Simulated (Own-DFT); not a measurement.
# Which defects push the lattice out? zincblende GaAs

No measurement is shown. These are fixed-geometry runs of a retired plane-wave code named Own-DFT, which no person has reviewed; spin and spin-orbit coupling are neglected.

Common settings: PBE; PseudoDojo norm-conserving scalar-relativistic files; cutoff 42 hartree; 3 x 3 x 3 k mesh centred on Gamma; Fermi-Dirac smearing of 0.1 eV.

Limits (not all hold for every row): not probed for a lower state with spin; forces not confirmed at this smearing and k mesh; stress not checked against mesh or cutoff.

All runs share one cell, with vectors in Å (10.862, 0.000, 0.000); (0.000, 10.862, 0.000); (0.000, 0.000, 11.796) and a volume of 1391.7 Å³, strained against the parent crystal. Atoms were moved at random from their sites; u is the rms move along one axis. The defect's site can differ from row to row.

```
cell,formula,u (Å),P (GPa)
no defect,As32Ga32,0.0306,6.68
no defect,As32Ga32,0.0321,6.65
no defect,As32Ga32,0.0511,7.02
one Al on a Ga site,AlAs32Ga31,0.0294,6.67
one Al on a Ga site,AlAs32Ga31,0.0307,6.67
one Al on a Ga site,AlAs32Ga31,0.0475,6.90
one Al on a Ga site,AlAs32Ga31,0.0511,?
one P on an As site,As31Ga32P,0.0303,6.39
one P on an As site,As31Ga32P,0.0307,6.40
one P on an As site,As31Ga32P,0.0527,6.82
one In on a Ga site,As32Ga31In,0.0299,7.41
one In on a Ga site,As32Ga31In,0.0301,7.47
one In on a Ga site,As32Ga31In,0.0303,7.43
one As vacancy and one Ga vacancy,As31Ga31,0.0298,5.93
one As vacancy and one Ga vacancy,As31Ga31,0.0526,6.45
one As vacancy and one Ga vacancy,As31Ga31,0.0550,6.70
```

## Analysis

P = P0 + c u² + a shift for each defect gives P0 = 6.40 GPa, c = 250 ± 26 GPa/Å² and a scatter of 0.07 GPa. The shifts, and each times the cell's volume:

- one In on a Ga site: 0.81 ± 0.06 GPa, 7.1 eV
- one Al on a Ga site: 0.01 ± 0.06 GPa, 0.1 eV (not resolved)
- one P on an As site: -0.25 ± 0.06 GPa, -2.2 eV
- one As vacancy and one Ga vacancy: -0.59 ± 0.06 GPa, -5.1 eV

Positive is outwards. The product with the volume (160.2 GPa Å³ to the eV) is nearly free of the cell's size; divided by the bulk modulus at the cell's pressure it gives the volume that the defect adds. The atoms around the defects weren't relaxed, which would change these numbers.

## Withheld run

Question: what pressure belongs in the blank (one Al on a Ga site, u = 0.0511 Å)?

The fit gives 7.06 ± 0.09 GPa. The calculation gave 6.96 GPa.
